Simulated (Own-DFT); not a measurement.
## Calculated data, GaN (wurtzite, strained, atoms displaced)

A calculation, not a measurement: plane-wave PBE density functional theory by an unreviewed code, no spin, of a simulated periodic cell, stress positive in tension, free energy of the whole cell less one offset for each atom, forces on such cells passed a denser k mesh, this cell's mesh not checked; offsets are fitted by least squares, one for each functional and potential file, so energies compare only between cells with the same atoms and settings and are not formation energies; the far tail of each file's local potential was reset to the Coulomb form; each entry is a single point on an unrelaxed cell, so the pressure reflects the starting lattice, mostly measured values (interpolated for alloys), from which strain is counted, and rises with the displacements; printed positions are rounded, which can move forces by about a meV/angstrom; the program, named Own-DFT, is a retired in-house code; no spin-orbit coupling. Program: Own-DFT development build.

Settings shared by all entries: functional PBE; potential files PseudoDojo norm-conserving, scalar-relativistic, standard set with the stringent files for Ga; wave cutoff 96 hartree; occupations Gaussian; smearing width 0.01 eV; k mesh 3 x 4 x 3 centred on Gamma.

(1) 
```xyz
96
Lattice="12.7560 0.0000 0.0000 -4.7835 8.2853 0.0621 0.0000 0.0778 10.3700" Properties=species:S:1:pos:R:3:force_x:R:1:force_y:R:1:force_z:R:1 formula=GaN free_energy_of_cell_above_offsets=-5.600 pressure=6.74 stress_xx=-6.67 stress_yy=-5.79 stress_zz=-7.75 stress_yz=1.47 stress_xz=0.14 stress_xy=-0.88
Ga     0.0034     1.7756     0.0517      0.593      1.311     -0.896
Ga     1.6017     0.9535     2.5761     -0.027     -0.908      0.949
N      0.0557     1.8950     1.9496     -0.866     -0.398      0.663
N      1.6408     0.9694     4.5749     -0.424      0.605     -0.436
Ga    -0.0114     1.9317     5.2132      0.519     -1.735      0.131
Ga     1.5461     0.9623     7.6873     -0.184     -0.527      0.678
N     -0.0843     1.9105     7.1643      1.206      0.286     -0.557
N      1.5864     0.9523     9.6866      -0.03       0.34      0.268
Ga    -1.5302     4.5928     0.1500     -0.046     -0.198     -2.193
Ga     0.0080     3.7419     2.5940      0.249      -0.19     -0.495
N     -1.6056     4.6499     1.9966      0.182     -0.634      1.072
N      0.0474     3.6637     4.5050     -1.066       1.13      0.697
Ga    -1.5474     4.6278     5.2628     -0.661      0.559     -0.337
Ga     0.0597     3.7315     7.8328     -1.627      0.027     -0.131
N     -1.6941     4.6388     7.2028      3.185      0.721     -0.804
N      0.0231     3.7653     9.7198      0.186     -0.585      1.492
Ga    -3.2666     7.3892     0.1243      0.521     -1.051     -2.268
Ga    -1.6265     6.4471     2.6212      0.686      0.995      0.363
N     -3.2113     7.3265     1.9499     -0.273      0.974       1.96
N     -1.6254     6.5332     4.5885      0.827     -1.733     -0.595
Ga    -3.1152     7.4368     5.2282     -1.986     -0.296     -0.458
Ga    -1.5722     6.4813     7.8493     -0.479     -0.151     -0.041
N     -3.1797     7.3828     7.1120      0.331       0.56      1.502
N     -1.4938     6.4646     9.8093     -3.311     -0.531     -0.945
Ga     3.1946     1.8443    10.3823     -0.967      0.717     -0.061
Ga     4.8268     0.9985     2.5466     -0.346     -1.151      0.625
N      3.1436     1.9015     1.9850      1.131      -1.79     -1.107
N      4.8157     0.8610     4.5492     -0.884      1.259     -0.535
Ga     3.2634     1.8721     5.2337      -0.69      0.336     -0.196
Ga     4.7364     1.0008     7.8307      0.135     -0.322     -2.304
N      3.0842     1.9363     7.1974      1.608     -0.226     -0.509
N      4.7208     0.9985     9.6614      1.094     -0.177      2.122
Ga     1.6565     4.7157    10.3679      -0.66     -0.669      0.185
Ga     3.1779     3.6297     2.5822      0.528       2.45      0.829
N      1.6117     4.6080     1.9449     -0.142     -0.053        0.3
N      3.2017     3.7494     4.5676     -1.626     -1.382     -0.661
Ga     1.5392     4.6229     5.2095      1.523      0.431      0.366
Ga     3.1552     3.7695     7.9441      1.467     -0.769     -2.839
N      1.6357     4.5448     7.2441     -0.962      1.951      -1.61
N      3.2563     3.7062     9.7390     -0.983     -0.003      2.133
Ga    -0.1141     7.4198    10.3656      3.254      1.025      1.426
Ga     1.6429     6.4336     2.6116      -0.67      0.449      0.264
N      0.0094     7.4086     1.9890     -0.265     -0.041     -0.073
N      1.5841     6.5188     4.5970     -0.104     -1.042      0.163
Ga    -0.0450     7.3668     5.2452       0.74     -0.166     -0.134
Ga     1.6481     6.4753     7.7848     -1.854      -0.77      1.362
N     -0.0037     7.3797     7.1728      0.285      0.459      0.591
N      1.6018     6.5294     9.8201      0.155       0.42     -0.944
Ga     6.3424     1.8554     0.0175      0.623     -0.119     -0.237
Ga     8.0253     0.9346     2.6607      0.467     -0.892     -1.481
N      6.4855     1.8525     2.0072      -1.24     -0.168     -1.195
N      7.9856     0.9631     4.5022      0.442     -0.186      2.223
Ga     6.3156     1.8235     5.1520       1.54        0.7      0.553
Ga     7.9529     0.9975     7.8456      0.904     -0.629      -0.59
N      6.4203     1.8722     7.1568     -1.193     -0.207     -0.172
N      8.0010     0.8982     9.7829     -0.542       2.05     -0.289
Ga     4.7636     4.6567    10.3448      0.567      1.274      1.425
Ga     6.3979     3.6563     2.5966     -0.496      1.273      0.621
N      4.7927     4.6312     1.9783     -0.097     -0.704     -0.151
N      6.3368     3.7091     4.5818      0.963     -0.458     -0.292
Ga     4.7257     4.5365     5.2003      1.339      1.534      0.059
Ga     6.3503     3.6967     7.8020      0.858      1.114     -0.838
N      4.7542     4.6294     7.1032      0.183      0.043      1.597
N      6.3484     3.8634     9.7320      1.133     -2.025      0.236
Ga     3.2690     7.3959    10.4217     -1.208     -0.412      0.601
Ga     4.8059     6.5045     2.6167     -1.008     -1.917      1.515
N      3.2260     7.3013     2.0238     -0.448      1.638     -0.275
N      4.7632     6.4348     4.6760      0.247      0.347     -0.901
Ga     3.2075     7.3410     5.3402     -0.317      0.745       -1.7
Ga     4.8635     6.5382     7.7000      -0.36     -1.095      1.397
N      3.1572     7.3254     7.2305      1.573      1.911      0.048
N      4.8459     6.5476     9.8616     -0.704      -0.93     -2.024
Ga     9.5340     1.8881     0.0344      0.322     -0.266     -0.719
Ga    11.2209     0.9431     2.6841     -0.641      0.325     -1.822
N      9.5629     1.9555     1.9116      0.587     -1.368      1.424
N     11.1953     0.8784     4.5514     -0.271      2.937      0.254
Ga     9.6164     1.9395     5.2064     -0.802     -0.637      0.126
Ga    11.1977     1.0145     7.8867     -0.982     -0.897     -1.407
N      9.6120     1.9313     7.1729     -0.498      -1.18      0.077
N     11.1802     1.0267     9.7606     -0.672      0.361      0.658
Ga     8.0386     4.5722     0.0360     -1.213      0.782     -0.043
Ga     9.5418     3.7148     2.6086      0.045      0.562      0.497
N      7.9607     4.6563     1.9903      0.117     -0.793     -0.255
N      9.5644     3.7877     4.5781      1.296         -1     -0.721
Ga     8.0373     4.6633     5.2010     -1.707      0.472      0.778
Ga     9.6383     3.7196     7.8688     -1.427     -0.271     -0.495
N      8.1068     4.6319     7.1764     -1.884      0.197      0.047
N      9.6022     3.8178     9.7457      0.419     -0.804       1.18
Ga     6.3185     7.4465     0.0683      1.083     -1.141      0.134
Ga     7.8835     6.4506     2.6037      0.526      0.422      0.678
N      6.2881     7.3893     2.0182      1.847      1.456     -0.253
N      7.9281     6.5202     4.5669      0.754     -0.145     -0.093
Ga     6.3385     7.4471     5.1966      0.429     -2.375      1.206
Ga     8.0132     6.4968     7.8381      -0.07     -0.767     -0.051
N      6.4497     7.4244     7.1974     -0.274      0.859     -0.187
N      7.9199     6.4886     9.8133      0.519      0.878     -0.149
```

Units: free_energy_of_cell_above_offsets in eV; pressure, stress_xx, stress_yy, stress_zz, stress_yz, stress_xz, stress_xy in GPa; force_x, force_y, force_z in eV/Å.

(2) 
```xyz
96
Lattice="12.7560 0.0957 0.0000 -4.7214 8.2494 0.0000 0.0000 0.0000 10.3700" Properties=species:S:1:pos:R:3:force_x:R:1:force_y:R:1:force_z:R:1 formula=GaN free_energy_of_cell_above_offsets=-4.693 pressure=7.22 stress_xx=-9.34 stress_yy=-5.98 stress_zz=-6.35 stress_yz=0 stress_xz=0.02 stress_xy=2.62
Ga     0.0399     1.8314     0.0226     -0.634      0.222     -0.692
Ga     1.6104     0.9720     2.6014      0.568      -1.28      0.861
N      0.0941     1.8300     1.9872      -1.51      0.197      -0.57
N      1.6318     1.0109     4.6621     -0.719     -0.906     -1.627
Ga    -0.0132     1.8723     5.1614     -0.103     -0.776      0.748
Ga     1.6717     0.9986     7.6675     -3.402     -2.304      1.857
N     -0.0042     1.8473     7.1654     -0.597      0.097     -0.562
N      1.5726     0.9276     9.6782      0.525      0.019     -0.081
Ga    -1.5061     4.6029    10.3583     -0.765      0.006      0.458
Ga     0.1045     3.6473     2.6307     -1.467      0.501     -0.497
N     -1.5444     4.5753     2.0242      0.023      0.481     -0.748
N      0.0182     3.6571     4.5415      0.489      0.506      0.518
Ga    -1.5647     4.5174     5.2349     -0.048      1.128     -1.611
Ga     0.1025     3.7217     7.7206      -0.89     -0.611      1.108
N     -1.5302     4.6148     7.0953     -0.446     -1.025      1.239
N      0.1476     3.7476     9.7545     -2.748     -1.601     -1.135
Ga    -3.1013     7.3578    10.3640     -1.276      0.191     -0.493
Ga    -1.5291     6.5282     2.5597      0.255     -1.465      0.953
N     -3.1372     7.3380     1.9129     -0.431       0.32      0.899
N     -1.5465     6.3935     4.6048     -0.167      0.381     -0.698
Ga    -3.1657     7.3722     5.1622      1.742      0.469      0.697
Ga    -1.6816     6.4272     7.6267      2.816     -0.164      1.858
N     -3.1525     7.3240     7.1476     -1.561      1.446     -0.834
N     -1.6010     6.4637     9.7280       1.74     -0.572     -0.959
Ga     3.1901     1.8250    10.3082     -0.164      0.726      0.537
Ga     4.8090     1.0133     2.5862      0.068     -0.114      0.105
N      3.1718     1.7938     1.9442      0.513      1.281      -0.28
N      4.7451     1.0047     4.5170      1.407     -1.051      0.724
Ga     3.2313     1.8701     5.1501     -0.173      1.123      0.453
Ga     4.8762     0.9888     7.7346     -0.586     -0.197     -0.156
N      3.0928     1.8604     7.1343      4.134      1.123     -1.196
N      4.8297     0.9541     9.7201      0.076      0.617     -0.725
Ga     1.5638     4.6627    10.3564      2.945      0.216      0.459
Ga     3.1734     3.7150     2.5989      1.408     -0.537     -0.468
N      1.6269     4.5681     1.9562     -0.211      0.786     -0.474
N      3.2480     3.8201     4.5419     -1.003     -1.617      0.095
Ga     1.6003     4.6066     5.2237       0.44      0.159     -0.124
Ga     3.2255     3.6571     7.7358      1.194      1.203       1.28
N      1.6848     4.6450     7.2196     -0.431      -0.28     -1.408
N      3.2443     3.7064     9.7545     -0.642     -0.215     -0.373
Ga     0.0690     7.4036    10.2627     -0.375      -0.89       1.12
Ga     1.6211     6.4107     2.5339      0.467      0.731      0.856
N      0.0570     7.4344     2.0226      0.447     -0.688     -1.623
N      1.6367     6.4152     4.5500      0.696      0.307     -0.433
Ga     0.0832     7.2928     5.2078     -0.623      1.038     -1.524
Ga     1.6414     6.4715     7.7215      0.851      0.502      0.481
N      0.0827     7.3579     7.0732     -0.862      0.483      1.543
N      1.7325     6.4968     9.7085     -2.353     -0.746     -0.446
Ga     6.4637     1.8651    10.3220     -1.688      1.067      1.602
Ga     7.9301     0.9910     2.6246      1.612     -0.449     -0.178
N      6.4253     1.8904     2.0251     -0.872      0.456     -1.661
N      8.0513     1.0187     4.5452     -0.471     -0.842      0.344
Ga     6.4147     1.8406     5.2333     -0.035       0.48     -2.053
Ga     8.0822     0.9421     7.8073     -1.986     -0.043     -0.326
N      6.4489     1.9886     7.0669     -0.357     -1.706      2.046
N      7.9757     1.0375     9.7304      0.839     -1.368     -0.299
Ga     4.8625     4.5741     0.0004     -2.394       2.07       0.09
Ga     6.3446     3.7750     2.5992      1.524     -1.547      0.355
N      4.8752     4.5884     1.9197     -2.168      1.112      0.319
N      6.4246     3.7012     4.4964       0.43      0.475      1.161
Ga     4.8436     4.6003     5.1372      0.839      0.379      1.406
Ga     6.4042     3.7131     7.8396     -0.446      0.366     -0.085
N      4.9015     4.6841     7.2259     -1.658      -1.44     -1.713
N      6.3211     3.7534     9.7663      3.187     -1.652     -0.605
Ga     3.2049     7.3479    10.3383      2.536      0.915      0.817
Ga     4.8560     6.4865     2.5391      0.456     -0.912      0.623
N      3.3153     7.3428     1.9715     -2.039      0.724     -0.524
N      4.8152     6.4445     4.5790      2.615     -0.332     -1.417
Ga     3.3501     7.3293     5.0931     -2.691      1.699      1.277
Ga     4.8473     6.4811     7.7431     -0.492     -0.071      1.198
N      3.2650     7.4082     7.1342     -0.398     -0.349     -0.606
N      4.8826     6.5037     9.7150     -0.674     -0.385      0.308
Ga     9.5508     1.8780     0.0680      0.396      1.084     -0.932
Ga    11.1818     1.0145     2.5627     -0.175      0.065     -0.553
N      9.6028     1.9350     1.9329     -0.604      0.408      1.222
N     11.1288     1.0355     4.4663      0.733      0.007      1.158
Ga     9.6065     2.0161     5.1687     -0.752     -1.767       0.21
Ga    11.0688     0.9757     7.7323      1.805      0.112       1.19
N      9.5268     1.8617     7.1446      1.014      1.754     -0.933
N     11.0922     0.9647     9.7420      1.141      1.595     -0.502
Ga     8.0075     4.6707    10.3036     -0.719      0.396      0.812
Ga     9.5101     3.8680     2.6285      2.897     -2.233      0.258
N      7.9955     4.5647     1.9946     -1.498      2.291     -1.561
N      9.5825     3.7664     4.5929     -0.101      1.167     -0.299
Ga     8.0155     4.7268     5.2661     -0.892     -0.844     -0.424
Ga     9.5550     3.7485     7.7703      0.334     -0.009     -0.496
N      7.9027     4.6340     7.1879       1.78      0.907      -0.22
N      9.5604     3.8416     9.6497      1.212     -1.238      1.254
Ga     6.4397     7.4584     0.0415     -0.323     -1.061     -1.961
Ga     8.0954     6.4391     2.6125     -1.151      0.733     -0.094
N      6.3691     7.4372     1.8589      1.664     -0.444       2.84
N      8.0873     6.5567     4.6554      -1.95     -0.526     -1.739
Ga     6.4028     7.4950     5.2169      0.131     -0.907     -0.327
Ga     8.0332     6.5179     7.8462     -0.621     -0.092     -1.678
N      6.3960     7.3807     7.1586      0.952      0.807     -0.653
N      8.0009     6.5330     9.6745      0.441     -0.073      2.235
```

Units: free_energy_of_cell_above_offsets in eV; pressure, stress_xx, stress_yy, stress_zz, stress_yz, stress_xz, stress_xy in GPa; force_x, force_y, force_z in eV/Å.
